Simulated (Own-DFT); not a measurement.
## Calculated data, GaN (wurtzite, strained, atoms displaced), SiC (2H silicon carbide, atoms displaced)

Computed with Own-DFT development build. A calculation, not a measurement: plane-wave PBE density functional theory by an unreviewed code, no spin, of a simulated periodic cell, stress positive in tension, free energy of the whole cell less one offset for each atom, forces on such cells passed a denser k mesh, this cell's mesh not checked; offsets are fitted by least squares, one for each functional and potential file, so energies compare only between cells with the same atoms and settings and are not formation energies; the far tail of each file's local potential was reset to the Coulomb form; each entry is a single point on an unrelaxed cell, so the pressure reflects the starting lattice, mostly measured values (interpolated for alloys), from which strain is counted, and rises with the displacements; printed positions are rounded, which can move forces by about a meV/angstrom; the program, named Own-DFT, is a retired in-house code; no spin-orbit coupling.

Common to all runs: functional PBE.

(1) GaN (wurtzite, strained, atoms displaced)

```
GaN
1.0
     12.7560     0.0000     0.0000
     -4.7835     8.2853     0.0000
      0.0000     0.0000    10.6811
Ga N Ga N Ga N Ga N Ga N Ga N Ga N Ga N Ga N Ga N Ga N Ga N Ga N Ga N Ga N Ga N Ga N Ga N Ga N Ga N Ga N Ga N Ga N Ga N
2 2 2 2 2 2 2 2 2 2 2 2 2 2 2 2 2 2 2 2 2 2 2 2 2 2 2 2 2 2 2 2 2 2 2 2 2 2 2 2 2 2 2 2 2 2 2 2
Direct
  0.07920 0.22225 0.00066
  0.16510 0.10507 0.25810
  0.08186 0.22947 0.19089
  0.17427 0.11458 0.43825
  0.08734 0.22853 0.49141
  0.16542 0.11407 0.75280
  0.07879 0.21945 0.68104
  0.16797 0.11966 0.93311
  0.08331 0.55617 0.99945
  0.16507 0.43914 0.24337
  0.08292 0.56110 0.19154
  0.16569 0.43430 0.43721
  0.08649 0.55200 0.49790
  0.16705 0.44702 0.75538
  0.08433 0.55938 0.68739
  0.16487 0.44124 0.93681
  0.08891 0.89401 0.00734
  0.15764 0.76657 0.24685
  0.09691 0.90393 0.19523
  0.17239 0.77631 0.43569
  0.07597 0.87949 0.50004
  0.17378 0.78394 0.75447
  0.08661 0.88174 0.68459
  0.16864 0.78054 0.94502
  0.32819 0.21957 0.00360
  0.41398 0.10638 0.25339
  0.33459 0.22253 0.18107
  0.41606 0.10869 0.43033
  0.33382 0.21970 0.49209
  0.42241 0.12305 0.74210
  0.33693 0.22652 0.68514
  0.41653 0.09921 0.93284
  0.32386 0.55366 0.99446
  0.42095 0.44684 0.26193
  0.33420 0.55551 0.18613
  0.40604 0.44068 0.44098
  0.34031 0.55898 0.49274
  0.41498 0.44064 0.73827
  0.32825 0.55619 0.68795
  0.42181 0.44549 0.94044
  0.33079 0.89254 0.99624
  0.41182 0.77981 0.24957
  0.33175 0.88687 0.18663
  0.41465 0.77791 0.44172
  0.33232 0.89099 0.49853
  0.42161 0.78175 0.75309
  0.33266 0.89487 0.68678
  0.41369 0.77985 0.93675
  0.58081 0.21801 0.00716
  0.66045 0.10799 0.24874
  0.57755 0.21497 0.17959
  0.67321 0.12362 0.44210
  0.57391 0.22102 0.50560
  0.66439 0.11907 0.75718
  0.58362 0.22378 0.68847
  0.66069 0.11291 0.93503
  0.58698 0.55235 0.00461
  0.67243 0.44660 0.24877
  0.57861 0.55891 0.19696
  0.66809 0.44077 0.43329
  0.58654 0.55944 0.50061
  0.66571 0.44216 0.74864
  0.58113 0.55276 0.68671
  0.67148 0.44724 0.93192
  0.57489 0.88171 1.00000
  0.66760 0.78360 0.24897
  0.58250 0.88247 0.19383
  0.66452 0.78523 0.44248
  0.58103 0.89001 0.51043
  0.66712 0.77386 0.75500
  0.58684 0.88787 0.68700
  0.66896 0.77540 0.94033
  0.82896 0.21660 0.99701
  0.91673 0.11027 0.24050
  0.83228 0.21860 0.19545
  0.91168 0.11207 0.44014
  0.83238 0.22802 0.49789
  0.92064 0.11304 0.75169
  0.82625 0.22675 0.69923
  0.92032 0.10717 0.93878
  0.83200 0.54952 0.00356
  0.92223 0.44096 0.24315
  0.83356 0.54985 0.19197
  0.91844 0.44802 0.44101
  0.83248 0.55018 0.50015
  0.92357 0.44032 0.75061
  0.83200 0.54659 0.69501
  0.91797 0.45172 0.93926
  0.83346 0.88617 0.99643
  0.91905 0.77897 0.24750
  0.83557 0.89359 0.18280
  0.92065 0.78367 0.43449
  0.84145 0.89384 0.50007
  0.91498 0.77407 0.75178
  0.83879 0.89285 0.68946
  0.92086 0.78493 0.93529
```

- potential files: PseudoDojo norm-conserving, scalar-relativistic, standard set with the stringent files for Ga
- wave cutoff: 96 hartree
- occupations: Gaussian
- smearing width: 0.01 eV
- k mesh: 3 x 4 x 3 centred on Gamma
- free energy of cell above offsets: -5.524 eV
- pressure: 1.49 GPa
- stress xx: -4.42 GPa
- stress yy: -4.73 GPa
- stress zz: 4.68 GPa
- stress yz: -0.44 GPa
- stress xz: -0.08 GPa
- stress xy: -0.75 GPa

Force:
| element | x (eV/Å) | y (eV/Å) | z (eV/Å) |
| --- | --- | --- | --- |
| Ga | 0.999 | -0.04 | 0.513 |
| Ga | 0.3 | 2.934 | -0.194 |
| N | 0.916 | -1.903 | -1.155 |
| N | -1.58 | -1.29 | -0.07 |
| Ga | -0.472 | -2.279 | 1.282 |
| Ga | 0.284 | -0.524 | -1.327 |
| N | 0.858 | 0.798 | 0.556 |
| N | -0.134 | -0.854 | 0.926 |
| Ga | -0.246 | 0.108 | 0.248 |
| Ga | 0.539 | 1.872 | 1.386 |
| N | 0.903 | -1.858 | -1.683 |
| N | -0.059 | 2.65 | -1.19 |
| Ga | -0.021 | 0.344 | 0.404 |
| Ga | -0.23 | -0.495 | -1.52 |
| N | 0.803 | -0.041 | 0.229 |
| N | -1.164 | -0.003 | 0.185 |
| Ga | -0.858 | 0.263 | -0.807 |
| Ga | 1.563 | 2.536 | 1.536 |
| N | -1.535 | -2.832 | -1.589 |
| N | -1.496 | -0.407 | -0.357 |
| Ga | 2.181 | 1.034 | 0.504 |
| Ga | -0.69 | -0.59 | -0.277 |
| N | -1.137 | 0.845 | 0.502 |
| N | -0.648 | -0.583 | -0.831 |
| Ga | 1.306 | 0.824 | -1.096 |
| Ga | -0.402 | 0.152 | -1.698 |
| N | -0.272 | -0.014 | 2.049 |
| N | -0.1 | 0.36 | 1.075 |
| Ga | 0.092 | 0.152 | 1.464 |
| Ga | -0.729 | -1.571 | 1.617 |
| N | -0.746 | -0.97 | -0.886 |
| N | -0.831 | 2.296 | -0.24 |
| Ga | 2.778 | 0.332 | 0.968 |
| Ga | -1.308 | -0.665 | -1.805 |
| N | -0.401 | -0.081 | 0.089 |
| N | 3.103 | -0.278 | -0.449 |
| Ga | -2.806 | 0.318 | 1.7 |
| Ga | -0.622 | 1.102 | 1.819 |
| N | 1.027 | 0.308 | -0.284 |
| N | -0.953 | -0.128 | -0.715 |
| Ga | 1.005 | -0.396 | 1.179 |
| Ga | 0.785 | -0.711 | 0.377 |
| N | -0.619 | 0.053 | -0.235 |
| N | 0.338 | 0.629 | -0.687 |
| Ga | 0.202 | -0.558 | 0.711 |
| Ga | -0.738 | -0.216 | -0.74 |
| N | 1.285 | 0.194 | -0.227 |
| N | 0.001 | -0.693 | -0.053 |
| Ga | -0.866 | 0.437 | -2.099 |
| Ga | 0.689 | 0.079 | 1.006 |
| N | 0.314 | 0.876 | 2.118 |
| N | -2.064 | -1.509 | -0.583 |
| Ga | 1.984 | 0.263 | -0.829 |
| Ga | 0.608 | -1.117 | -0.856 |
| N | -0.178 | 0.181 | -0.694 |
| N | 1.113 | -0.784 | 1.171 |
| Ga | -0.909 | -0.133 | -0.04 |
| Ga | -1.546 | -0.735 | 0.329 |
| N | 2.161 | -0.081 | -0.89 |
| N | -0.903 | 0.333 | 0.582 |
| Ga | -0.066 | 0.185 | -0.326 |
| Ga | 0.126 | 0.625 | 0.298 |
| N | 0.579 | 0.346 | -0.36 |
| N | -0.467 | -0.709 | 1.241 |
| Ga | 0.998 | 0.413 | 0.452 |
| Ga | 0.773 | -0.484 | 1.193 |
| N | -1.346 | 1.058 | -1.291 |
| N | 1.169 | -0.62 | -0.543 |
| Ga | 0.277 | 0.818 | -1.445 |
| Ga | 0.24 | 0.413 | -0.541 |
| N | -0.446 | 0.483 | 1.522 |
| N | -0.913 | 0.172 | -0.102 |
| Ga | 0.225 | 0.386 | 0.258 |
| Ga | -0.267 | -0.027 | 1.828 |
| N | -0.749 | 0.123 | -1.683 |
| N | 1.172 | 0.273 | -0.835 |
| Ga | 0.71 | -0.173 | 1.081 |
| Ga | -1.113 | -0.084 | -0.354 |
| N | 1.758 | -1.014 | -1.162 |
| N | -1.513 | 0.482 | -0.244 |
| Ga | -0.312 | 1.218 | -0.524 |
| Ga | -1.283 | -0.417 | 1.6 |
| N | 0.477 | 0.98 | -0.848 |
| N | 0.583 | 0.13 | -0.95 |
| Ga | -0.108 | 0.536 | 0.71 |
| Ga | -1.235 | 0.985 | 0.362 |
| N | -0.105 | 0.865 | -1.177 |
| N | 0.973 | -1.25 | 0.129 |
| Ga | 0.181 | 0.063 | 0.342 |
| Ga | -0.199 | 0.241 | 0.101 |
| N | 0.371 | -1.087 | 0.167 |
| N | -0.739 | -1.312 | -0.432 |
| Ga | -1.586 | 0.022 | 0.443 |
| Ga | 0.83 | -0.017 | -0.269 |
| N | -0.514 | -0.709 | -0.134 |
| N | 0.643 | -0.847 | 1.07 |

(2) SiC (2H silicon carbide, atoms displaced)

```
SiC
1.0
      9.2481     0.0000     0.0000
     -4.6241     8.0091     0.0000
      0.0000     0.0000    10.0681
Si C Si C Si C Si C Si C Si C Si C Si C Si C Si C Si C Si C Si C Si C Si C Si C Si C Si C
2 2 2 2 2 2 2 2 2 2 2 2 2 2 2 2 2 2 2 2 2 2 2 2 2 2 2 2 2 2 2 2 2 2 2 2
Direct
  0.99682 0.00622 0.99904
  0.11749 0.21969 0.25756
  0.99280 0.99462 0.19061
  0.10552 0.23050 0.43589
  0.00344 0.00482 0.49968
  0.09283 0.22011 0.74795
  0.99608 0.98642 0.69763
  0.10798 0.21032 0.94850
  0.99487 0.33371 0.99738
  0.10570 0.54584 0.24815
  0.99947 0.33911 0.19045
  0.11360 0.56583 0.43801
  0.99838 0.33263 0.49893
  0.09822 0.54417 0.74136
  0.99815 0.33165 0.68696
  0.11236 0.56457 0.93803
  0.99310 0.66571 0.98436
  0.12353 0.89863 0.25766
  0.00176 0.67443 0.19878
  0.11791 0.90609 0.43677
  0.99472 0.66456 0.49593
  0.11816 0.89452 0.75669
  0.99817 0.67950 0.69137
  0.11052 0.88742 0.93668
  0.32413 0.98856 0.99989
  0.44650 0.22105 0.25255
  0.32479 0.99206 0.17381
  0.44070 0.22639 0.42995
  0.31984 0.99307 0.49648
  0.43894 0.22251 0.73992
  0.33319 0.00689 0.68086
  0.44162 0.21615 0.94042
  0.32633 0.34779 0.00121
  0.44126 0.54991 0.24704
  0.33750 0.34427 0.18290
  0.44019 0.55418 0.44556
  0.33279 0.33516 0.49709
  0.46072 0.55330 0.74220
  0.33693 0.33212 0.68238
  0.44105 0.55356 0.93325
  0.33603 0.66925 0.99704
  0.44501 0.89556 0.24506
  0.35375 0.68312 0.18602
  0.44074 0.89415 0.43553
  0.33275 0.67000 0.49596
  0.44058 0.89685 0.75407
  0.35350 0.67627 0.68462
  0.44562 0.88050 0.92232
  0.66783 0.00462 0.99743
  0.78478 0.23423 0.25553
  0.67875 0.00170 0.19355
  0.77995 0.21550 0.44752
  0.67080 0.00217 0.49357
  0.78754 0.22481 0.75558
  0.65692 0.00022 0.68340
  0.78791 0.21506 0.93637
  0.66290 0.34347 0.99385
  0.77504 0.55639 0.24084
  0.65512 0.33846 0.19568
  0.77093 0.54637 0.42869
  0.67454 0.34658 0.49368
  0.76926 0.55273 0.73646
  0.67085 0.34372 0.68495
  0.78889 0.55895 0.93487
  0.66574 0.67713 0.00262
  0.77359 0.88584 0.26401
  0.67021 0.67114 0.18751
  0.77029 0.88970 0.42845
  0.65216 0.66727 0.49535
  0.78779 0.89931 0.74658
  0.66652 0.66675 0.68339
  0.77138 0.89292 0.93897
```

- potential files: PseudoDojo norm-conserving, scalar-relativistic, standard set
- wave cutoff: 42 hartree
- occupations: Fermi-Dirac
- smearing width: 0.1 eV
- hardware: one NVIDIA H100
- k mesh: 4 x 4 x 3 centred on Gamma
- free energy of cell above offsets: -1.983 eV
- pressure: 6.86 GPa
- stress xx: -4.78 GPa
- stress yy: -7.48 GPa
- stress zz: -8.34 GPa
- stress yz: 0.17 GPa
- stress xz: -0.13 GPa
- stress xy: -1.39 GPa
- wall time: 364.7 s

Force:
| element | x (eV/Å) | y (eV/Å) | z (eV/Å) |
| --- | --- | --- | --- |
| Si | 0.601 | -3.698 | 1.937 |
| Si | -1.654 | 0.171 | -2.923 |
| C | 1.154 | 1.01 | 0.526 |
| C | 2.099 | -1.112 | 1.529 |
| Si | -1.244 | -0.22 | 0.49 |
| Si | 4.605 | -0.756 | 1.538 |
| C | -0.013 | 3.403 | -2.724 |
| C | -1.59 | 4.438 | -2.827 |
| Si | 1.856 | 1.001 | 1.573 |
| Si | -0.043 | 4.119 | 0.148 |
| C | 1.063 | -1.773 | -0.898 |
| C | 0.179 | -1.924 | 0.032 |
| Si | -0.75 | 1.593 | 0.042 |
| Si | 1.697 | 4.167 | 1.344 |
| C | -0.585 | -0.098 | -0.986 |
| C | 0.719 | -2.075 | -0.961 |
| Si | 2.418 | 1.694 | 3.578 |
| Si | -2.336 | -1.62 | -2.593 |
| C | 0.683 | -1.034 | -1.917 |
| C | -1.648 | -2.681 | 0.357 |
| Si | -0.637 | 1.286 | 0.426 |
| Si | 0.283 | -0.359 | -0.956 |
| C | 1.135 | -2.197 | -1.749 |
| C | -1.12 | 0.517 | 0.425 |
| Si | 1.029 | 1.419 | -2.464 |
| Si | -1.972 | -0.41 | -2.16 |
| C | 1.288 | 1.742 | 3.631 |
| C | 0.651 | -0.846 | 1.983 |
| Si | 3.112 | 2.616 | 0.866 |
| Si | 1.643 | 0.193 | 2.113 |
| C | -0.071 | -1.041 | 0.81 |
| C | -0.924 | 0.795 | -1.269 |
| Si | 2.543 | -2.903 | -0.621 |
| Si | 0.41 | 2.773 | 1.017 |
| C | -0.212 | -2.587 | 1.296 |
| C | -1.063 | -0.183 | -2.761 |
| Si | -0.164 | -0.405 | 0.292 |
| Si | -4.059 | 0.126 | 1.143 |
| C | -2.286 | -0.009 | 0.287 |
| C | 0.736 | 1.216 | -0.32 |
| Si | -0.145 | -0.101 | -0.253 |
| Si | 1.092 | 0.509 | 0.725 |
| C | -1.579 | -2.785 | -0.38 |
| C | 0.474 | -0.18 | -0.637 |
| Si | 0.168 | 0.768 | 1.242 |
| Si | 1.045 | -1.139 | -4.427 |
| C | -2.308 | -1.397 | -0.039 |
| C | -0.951 | 1.668 | 5.336 |
| Si | -0.399 | -1.259 | 1.34 |
| Si | -0.708 | -1.655 | -0.43 |
| C | -2.66 | 1.338 | -1.132 |
| C | -1.27 | 2.736 | -1.958 |
| Si | -2.409 | -1.103 | 1.673 |
| Si | -2.959 | -1.106 | -1.896 |
| C | 2.277 | 1.033 | 0.345 |
| C | -2.983 | 1.578 | 0.078 |
| Si | 0.905 | -1.838 | 1.12 |
| Si | 0.627 | 1.178 | 1.103 |
| C | 3.206 | -0.669 | -2.449 |
| C | -0.501 | 3.882 | 0.373 |
| Si | -0.384 | -3.943 | 1.369 |
| Si | 1.372 | 2.22 | 2.226 |
| C | 0.412 | -2.592 | -0.453 |
| C | -4.53 | -0.905 | -1.389 |
| Si | 0.831 | -1.274 | -0.622 |
| Si | 1.05 | 0.254 | -6.646 |
| C | -0.866 | -0.395 | 0.428 |
| C | 1.572 | -0.492 | 6.252 |
| Si | 2.901 | 0.086 | 0.462 |
| Si | -3.592 | -2.511 | 1.057 |
| C | 1.171 | 1.85 | -0.634 |
| C | 1.602 | -0.107 | -1.039 |
